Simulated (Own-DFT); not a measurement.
Hf36O71 (tetragonal hafnia with one neutral oxygen vacancy, atoms displaced) (calculated)

Computed with Own-DFT development build. A calculation, not a measurement: plane-wave PBE and HSE06 DFT by an unreviewed code, no spin, of a simulated cell at Gamma alone, so results move with cell size and shape, stress positive in tension, energies less offsets, not probed for a lower state with spin; hafnium file: forces about 75 meV/angstrom off all-electron values; oxygen file: force components 24 meV/angstrom off all-electron in a glass; k mesh not checked against a denser one; forces and stress are PBE's, HSE06 gives the energy alone, and its difference from PBE has offsets of its own; offsets are fitted by least squares, one for each functional and potential file, so energies compare only between cells with the same atoms and settings and are not formation energies; the far tail of each file's local potential was reset to the Coulomb form; each entry is a single point on an unrelaxed cell, so the pressure reflects the starting lattice, taken from the Materials Project, from which strain is counted, and rises with the displacements; printed positions are rounded, which can move forces by about a meV/angstrom; the program is a retired in-house code; no spin-orbit coupling.

Settings shared by all entries: first functional PBE; second functional HSE06; exact exchange share 0.25; screening 0.11 1/bohr; exchange divergence Gygi-Baldereschi; potential files PseudoDojo norm-conserving, scalar-relativistic, made for PBE, standard set; wave cutoff 48 hartree; occupations fixed; k mesh 1 x 1 x 1 centred on Gamma.

(1) Hf36O71 (tetragonal hafnia with one neutral oxygen vacancy, atoms displaced)

```
cell vectors (Å)
  10.7800     0.0000     0.0000
   0.0000    10.7800     0.0000
   0.0000     0.0000    10.4493
atoms (fractions of the cell vectors)
Hf  0.99248  0.99596  0.99139
Hf  0.15129  0.17041  0.24879
O   0.98933  0.16928  0.15176
O   0.16331  0.00165  0.35936
O   0.99578  0.16106  0.38298
O   0.17180  0.00666  0.10732
Hf  0.00454  0.00720  0.50175
Hf  0.16051  0.16216  0.75817
O   0.99635  0.16631  0.63777
O   0.15724  0.00874  0.84762
O   0.99586  0.15871  0.91178
O   0.17045  0.99280  0.60243
Hf  0.99657  0.32853  0.00248
Hf  0.15779  0.49913  0.24721
O   0.01122  0.50215  0.15687
O   0.16792  0.33102  0.35746
O   0.00282  0.49103  0.39761
O   0.16723  0.32540  0.08327
Hf  0.99008  0.32638  0.50251
Hf  0.16648  0.49058  0.75081
O   0.98674  0.50814  0.65318
O   0.17333  0.33506  0.84146
O   0.99553  0.48968  0.90352
O   0.16557  0.33535  0.60909
Hf  0.01789  0.66840  0.01050
Hf  0.15356  0.84088  0.24308
O   0.98273  0.83865  0.15893
O   0.17311  0.66099  0.34706
O   0.98850  0.84252  0.39409
O   0.16603  0.66380  0.11505
Hf  0.99035  0.66799  0.50062
Hf  0.15910  0.82832  0.75171
O   0.01040  0.83894  0.64488
O   0.17319  0.66979  0.84799
O   0.99771  0.83219  0.89550
O   0.16452  0.66295  0.60515
Hf  0.33284  0.99826  0.99164
Hf  0.49030  0.15883  0.25451
O   0.32950  0.16151  0.14395
O   0.50124  0.98980  0.34284
O   0.31857  0.17045  0.39032
O   0.50267  0.00976  0.09197
Hf  0.32544  0.00584  0.49702
Hf  0.49989  0.18271  0.76260
O   0.33697  0.16212  0.65099
O   0.50165  0.01314  0.83262
O   0.33605  0.17182  0.90517
O   0.50559  0.99905  0.57997
Hf  0.33008  0.34532  0.00345
Hf  0.48000  0.49784  0.25035
O   0.33977  0.49833  0.15546
O   0.48800  0.32919  0.33816
O   0.33798  0.48402  0.41352
O   0.50121  0.33567  0.09933
Hf  0.33158  0.32457  0.50378
Hf  0.49968  0.49657  0.74405
O   0.32942  0.50051  0.65585
O   0.50407  0.32024  0.84036
O   0.33265  0.50131  0.91398
O   0.49901  0.32660  0.59450
Hf  0.34237  0.67317  0.99055
Hf  0.49483  0.82844  0.26720
O   0.33249  0.83833  0.15702
O   0.51049  0.66173  0.35667
O   0.34327  0.82337  0.39270
O   0.49424  0.66060  0.09918
Hf  0.33719  0.65179  0.50206
Hf  0.50001  0.84405  0.75524
O   0.34772  0.82891  0.66318
O   0.50131  0.65749  0.83962
O   0.33542  0.84063  0.90095
O   0.49779  0.66408  0.59671
Hf  0.65629  0.00679  0.98174
Hf  0.82609  0.18049  0.23809
O   0.66442  0.16096  0.15449
O   0.83200  0.00072  0.35611
O   0.65556  0.15542  0.39426
O   0.83652  0.00293  0.09812
Hf  0.66048  0.01472  0.49943
Hf  0.84031  0.16235  0.74637
O   0.66527  0.16062  0.65201
O   0.83002  0.00364  0.85151
O   0.66473  0.14868  0.91373
O   0.84902  0.98365  0.59978
Hf  0.66524  0.33221  0.00475
Hf  0.83939  0.50370  0.24294
O   0.66639  0.50363  0.15605
O   0.82736  0.32530  0.33734
O   0.66311  0.49844  0.40910
O   0.82712  0.34382  0.09712
Hf  0.67320  0.32776  0.49622
Hf  0.83322  0.51690  0.73152
O   0.66333  0.49773  0.64379
O   0.83096  0.32506  0.85030
O   0.65252  0.50942  0.90454
O   0.83662  0.33746  0.59733
Hf  0.66200  0.67106  0.99254
Hf  0.82056  0.82582  0.24996
O   0.67223  0.83217  0.15583
O   0.83944  0.67960  0.35417
O   0.66423  0.84328  0.41002
O   0.83354  0.65695  0.09564
Hf  0.65938  0.66935  0.48826
Hf  0.83621  0.84014  0.75247
O   0.66883  0.84242  0.66476
O   0.66051  0.83289  0.88722
O   0.82908  0.66473  0.59018
```

| Quantity | Value |
| --- | --- |
| PBE energy of cell above offsets | -86.270 eV |
| HSE06 less PBE above offsets | 0.516 eV |
| PBE pressure | 6.19 GPa |
| PBE stress xx | -4.71 GPa |
| PBE stress yy | -7.99 GPa |
| PBE stress zz | -5.87 GPa |
| PBE stress yz | 0.77 GPa |
| PBE stress xz | -1.23 GPa |
| PBE stress xy | -0.13 GPa |

Force:
```
element  x (eV/Å)  y (eV/Å)  z (eV/Å)
     Hf    -0.744    -0.533     3.543
     Hf     2.096    -1.012     0.207
      O      1.26     1.225    -1.444
      O     0.567    -0.428     -0.99
      O     0.376     1.835     2.058
      O    -1.969    -1.282    -1.189
     Hf    -1.049    -1.996    -2.416
     Hf     2.144     1.746    -2.074
      O     0.908     0.301      1.22
      O     0.519    -2.614     0.949
      O     0.519     2.432    -2.333
      O     0.148     0.786     0.493
     Hf    -1.038     -0.08    -1.011
     Hf     3.658     0.087     3.978
      O    -3.463    -0.481    -2.499
      O    -0.699     0.535    -1.521
      O    -1.045     0.812     0.534
      O    -1.156     0.588      1.82
     Hf      3.13    -0.064    -2.047
     Hf    -1.114     2.083    -1.183
      O     3.704    -0.503     -1.29
      O     -0.35    -1.604     1.472
      O     0.571     1.788     0.433
      O    -1.235      0.12    -0.968
     Hf    -3.256     -0.75    -1.744
     Hf     1.095     0.115     1.966
      O     3.076    -1.071    -2.496
      O    -0.544     0.184     0.182
      O     2.015    -1.534     1.456
      O      1.37     0.684    -1.689
     Hf     2.136     1.278    -1.152
     Hf     1.838     0.475     -1.88
      O    -1.355    -1.367     0.542
      O    -0.435    -1.173     1.674
      O     0.333     -0.85     0.468
      O     0.117      0.13    -0.799
     Hf     0.526     2.933      3.56
     Hf    -0.129    -0.086    -2.156
      O     0.086     0.775     1.336
      O    -0.798     2.599     0.414
      O     1.246    -1.429     1.263
      O    -1.262    -0.661      -0.8
     Hf     1.443    -1.176    -0.032
     Hf    -1.082    -8.466    -7.502
      O    -1.228     0.069     0.182
      O     -0.45    -1.906     1.874
      O    -0.464    -0.006    -0.846
      O    -3.431     -0.38     1.196
     Hf     1.372    -3.593     0.849
     Hf     6.046    -0.717     2.051
      O    -5.341    -0.443    -1.958
      O     0.623    -0.276     0.903
      O     0.341     2.389    -1.076
      O    -0.308     0.158    -1.095
     Hf    -0.478     -0.99    -0.144
     Hf     1.286     0.854    -0.508
      O     0.703    -0.274     0.473
      O     0.657     10.02     5.525
      O    -0.048     0.736    -1.807
      O     0.784     0.362     0.084
     Hf    -0.085     0.391     1.262
     Hf     0.127    -0.338    -2.201
      O    -0.349     -0.29    -1.186
      O    -0.899    -0.581    -0.822
      O    -0.852     0.407     2.201
      O      0.39     0.677    -0.561
     Hf    -1.477     1.937     0.195
     Hf     1.818    -1.059    -1.837
      O    -3.426     0.145    -1.192
      O    -1.371     1.979     1.151
      O     0.232    -1.262    -0.212
      O     0.854    -0.658     0.092
     Hf     0.962    -8.735     6.783
     Hf    -0.118    -6.283     0.483
      O    -0.878     1.324     -0.84
      O    -0.541     0.883    -1.236
      O    -0.088     4.409    -0.418
      O    -0.677     0.114    -1.536
     Hf     3.417    -3.779     0.644
     Hf    -1.698     0.495     0.208
      O     1.782     0.737     0.456
      O     0.779      -0.4     -0.55
      O     0.336     10.86    -4.683
      O    -2.036     1.224     1.158
     Hf    -0.466     1.029    -0.101
     Hf     -2.52     0.676     0.514
      O    -0.084    -0.372     0.418
      O    -0.137     3.516     2.751
      O     1.163    -1.094    -0.615
      O     1.382    -0.017     0.339
     Hf    -1.783     0.847    -0.346
     Hf    -2.755    -0.159     3.399
      O     0.065    -0.407     0.913
      O    -0.405    -0.068    -0.637
      O     0.747    -2.465    -0.394
      O     -1.49     -0.63    -0.032
     Hf     0.407    -0.055     1.482
     Hf     1.239     4.719     1.572
      O    -3.248     -0.91    -1.535
      O     -0.44    -4.171    -0.003
      O    -0.294    -1.902    -0.538
      O      1.17    -0.148    -0.724
     Hf    -0.186     0.382     1.574
     Hf     -1.01    -0.556     -1.72
      O     0.102    -0.533    -1.037
      O     0.522    -0.338     2.091
      O    -0.413     0.108     1.204
```

(2) Hf36O71 (tetragonal hafnia with one neutral oxygen vacancy, atoms displaced)

```
cell vectors (Å)
  10.7800     0.0000     0.0000
   0.0000    10.7800     0.0000
   0.0000     0.0000    10.4493
atoms (fractions of the cell vectors)
Hf  0.00904  0.00378  0.00379
Hf  0.17303  0.15234  0.25403
O   0.00381  0.16775  0.14063
O   0.17480  0.01015  0.33871
O   0.00064  0.17202  0.40883
O   0.16715  0.99233  0.10936
Hf  0.99031  0.01321  0.49106
Hf  0.15878  0.17112  0.75433
O   0.01454  0.16484  0.64967
O   0.16401  0.00515  0.85375
O   0.00141  0.17228  0.91005
O   0.16573  0.00395  0.59884
Hf  0.99443  0.32944  0.99132
Hf  0.16313  0.50282  0.24934
O   0.98932  0.49772  0.15612
O   0.16176  0.32504  0.35490
O   0.00604  0.49955  0.41001
O   0.16544  0.32743  0.08578
Hf  0.99951  0.33079  0.48635
Hf  0.16416  0.48340  0.74183
O   0.00570  0.48949  0.65107
O   0.16884  0.32466  0.84279
O   0.98239  0.49893  0.90382
O   0.16841  0.32757  0.59985
Hf  0.99703  0.67265  0.00099
Hf  0.17527  0.81861  0.24442
O   0.99513  0.82890  0.15794
O   0.16929  0.66768  0.36405
O   0.99556  0.82813  0.40429
O   0.14935  0.66302  0.08807
Hf  0.00571  0.67150  0.49814
Hf  0.16190  0.83905  0.74985
O   0.98114  0.84093  0.65280
O   0.15909  0.68663  0.85116
O   0.99849  0.83904  0.91804
O   0.18039  0.67365  0.60458
Hf  0.33315  0.99925  0.00900
Hf  0.49920  0.16974  0.23789
O   0.32499  0.17376  0.16068
O   0.48827  0.00484  0.34093
O   0.32883  0.17024  0.41144
Hf  0.34378  0.99589  0.49635
Hf  0.49942  0.16716  0.75420
O   0.32340  0.17337  0.65218
O   0.50835  0.01183  0.83362
O   0.33409  0.16390  0.90056
O   0.49541  0.99260  0.60372
Hf  0.34052  0.33189  0.00051
Hf  0.49747  0.50458  0.25000
O   0.32027  0.49491  0.15760
O   0.50607  0.34120  0.33907
O   0.33627  0.49408  0.39398
O   0.49640  0.34647  0.09841
Hf  0.34506  0.34850  0.50114
Hf  0.49488  0.50477  0.74661
O   0.34934  0.50391  0.67190
O   0.49968  0.33977  0.85339
O   0.32895  0.48680  0.89813
O   0.50442  0.33792  0.59594
Hf  0.33212  0.67734  0.00267
Hf  0.48590  0.83223  0.24951
O   0.33641  0.82721  0.15152
O   0.49240  0.67359  0.36283
O   0.31603  0.83934  0.41591
O   0.50072  0.66440  0.08865
Hf  0.32387  0.66251  0.49706
Hf  0.49293  0.82345  0.73867
O   0.32481  0.84426  0.65259
O   0.49746  0.66277  0.85616
O   0.33082  0.83635  0.89788
O   0.49194  0.66526  0.59379
Hf  0.67350  0.01860  0.00197
Hf  0.83141  0.17241  0.26530
O   0.66623  0.16532  0.15427
O   0.83734  0.99910  0.35451
O   0.67399  0.18141  0.39915
O   0.82291  0.00538  0.09350
Hf  0.66237  0.98625  0.50004
Hf  0.82589  0.16364  0.74535
O   0.66853  0.16740  0.64985
O   0.84010  0.00754  0.85189
O   0.67007  0.17608  0.90841
O   0.83776  0.00682  0.59586
Hf  0.67584  0.33951  0.99064
Hf  0.83994  0.50469  0.24973
O   0.67728  0.50528  0.14482
O   0.83658  0.32341  0.34694
O   0.66135  0.51161  0.39724
O   0.82967  0.32881  0.09682
Hf  0.67155  0.33032  0.49753
Hf  0.84092  0.49178  0.75665
O   0.66329  0.48099  0.64847
O   0.83729  0.33400  0.85604
O   0.66490  0.50756  0.91632
O   0.83372  0.34209  0.59400
Hf  0.66255  0.67019  0.98628
Hf  0.84539  0.82698  0.25812
O   0.66129  0.82693  0.16140
O   0.83499  0.66740  0.34393
O   0.66327  0.83512  0.40815
O   0.84411  0.66198  0.10500
Hf  0.67102  0.66325  0.49490
Hf  0.83461  0.82896  0.75284
O   0.67492  0.82857  0.65291
O   0.82346  0.65429  0.85474
O   0.65599  0.82842  0.91078
O   0.83328  0.67309  0.59530
```

| Item | Value |
| --- | --- |
| PBE energy of cell above offsets | -85.754 eV |
| HSE06 less PBE above offsets | 0.570 eV |
| PBE pressure | 6.9 GPa |
| PBE stress xx | -5.05 GPa |
| PBE stress yy | -8.74 GPa |
| PBE stress zz | -6.89 GPa |
| PBE stress yz | 1.03 GPa |
| PBE stress xz | -1.18 GPa |
| PBE stress xy | -0.16 GPa |

Force:
```
element  x (eV/Å)  y (eV/Å)  z (eV/Å)
     Hf    -1.719     1.768     0.154
     Hf    -2.197     6.882    -1.979
      O    -0.593    -0.956     2.357
      O    -0.765     -6.87     3.034
      O    -0.705    -1.793    -2.705
      O     1.289     -0.78      -0.9
     Hf     2.547    -2.302     2.858
     Hf     2.917    -2.571      -1.5
      O    -4.734     0.333    -0.725
      O    -0.519    -0.989     0.728
      O    -0.056    -2.125    -2.235
      O    -0.504    -1.169    -1.347
     Hf     1.147     0.783     3.469
     Hf     -1.29    -3.455     0.088
      O     3.491    -0.416    -0.234
      O    -0.234     1.857    -1.399
      O    -0.401      1.55    -1.185
      O    -0.146     1.251     0.168
     Hf      1.74      1.72     3.264
     Hf     1.418     0.278      1.65
      O    -1.019     1.092     0.248
      O    -0.841     3.052     0.884
      O     1.641     0.676    -0.583
      O     0.517      2.54    -0.421
     Hf    -2.855     -1.05    -1.923
     Hf    -3.054     2.682     1.385
      O     2.649     0.626    -0.079
      O    -0.091    -0.634    -2.148
      O     0.645       1.3    -0.506
      O     4.687     0.478      3.59
     Hf    -0.924    -0.739     1.958
     Hf    -0.339     1.707    -0.601
      O      3.41    -0.894    -0.132
      O      0.23    -2.713    -0.158
      O    -0.871    -0.249    -1.514
      O    -3.145     -0.72     0.332
     Hf    -0.085     1.883    -2.232
     Hf    -0.378     1.046     1.322
      O     2.756    -0.969    -1.803
      O     0.692    -0.851         0
      O     1.038     0.666    -0.464
     Hf    -3.177     4.151     2.272
     Hf     -2.31     2.566    -1.436
      O     2.528    -0.322     1.103
      O     0.085    -3.343     1.963
      O     0.685    -0.759     1.611
      O     2.049    -0.174    -1.211
     Hf    -1.705    -0.097    -0.509
     Hf     1.621     -0.25    -1.333
      O     1.329     1.394    -0.382
      O    -0.275      -0.8     0.629
      O    -0.654     2.517     0.377
      O     1.351    -0.605     0.536
     Hf    -1.573    -5.376     0.786
     Hf     6.573    -1.493     3.723
      O    -7.904     -0.47    -5.375
      O     0.499    -1.087    -0.797
      O    -0.646     2.865     1.046
      O     -0.35    -0.657    -0.451
     Hf     0.169    -2.765    -2.406
     Hf     5.938    -0.044     0.979
      O    -2.022    -0.411    -1.447
      O    -0.584     0.077    -2.186
      O     0.146    -2.766    -2.965
      O    -2.099    -0.136     1.849
     Hf     2.564     0.734     0.014
     Hf     0.607     1.247     1.232
      O     1.454    -0.665     0.467
      O    -0.803     0.966     -1.31
      O      0.89     0.686      1.06
      O     1.185     0.955     1.132
     Hf    -1.737    -2.599    -0.088
     Hf     0.212     -3.01    -4.471
      O    -0.509     -0.41    -0.179
      O    -0.157     0.089    -0.362
      O    -0.642    -4.149    -0.507
      O     2.817    -0.684     1.123
     Hf     0.916     2.427     1.274
     Hf     1.925    -0.098     0.097
      O    -0.759     0.033     0.051
      O     -0.91    -0.754    -0.949
      O     0.186    -0.666    -2.082
      O    -2.041     0.579     0.412
     Hf    -1.483     1.904     2.511
     Hf    -3.117    -0.536     -1.11
      O    -1.161     -0.31     1.936
      O     0.595     4.796     1.543
      O     0.425    -1.888    -0.334
      O     0.677     -0.27     0.549
     Hf    -1.067     2.792     1.383
     Hf    -0.911     0.744    -1.487
      O     0.952     2.034     1.064
      O     -0.99     -1.08    -1.449
      O     0.142    -2.639    -3.141
      O      0.81    -0.997     0.306
     Hf     1.422    -0.213     4.226
     Hf    -3.008     1.198    -1.739
      O    -0.431      0.42     0.859
      O     0.043    -0.674     1.989
      O      0.01    -0.995    -0.629
      O    -1.497     0.954    -0.126
     Hf    -0.613       0.4     1.494
     Hf    -1.263    -0.129     1.635
      O    -1.699      0.82    -0.087
      O     0.707     2.488    -1.367
      O      0.44     3.642    -1.891
      O     0.795     -1.08    -0.143
```
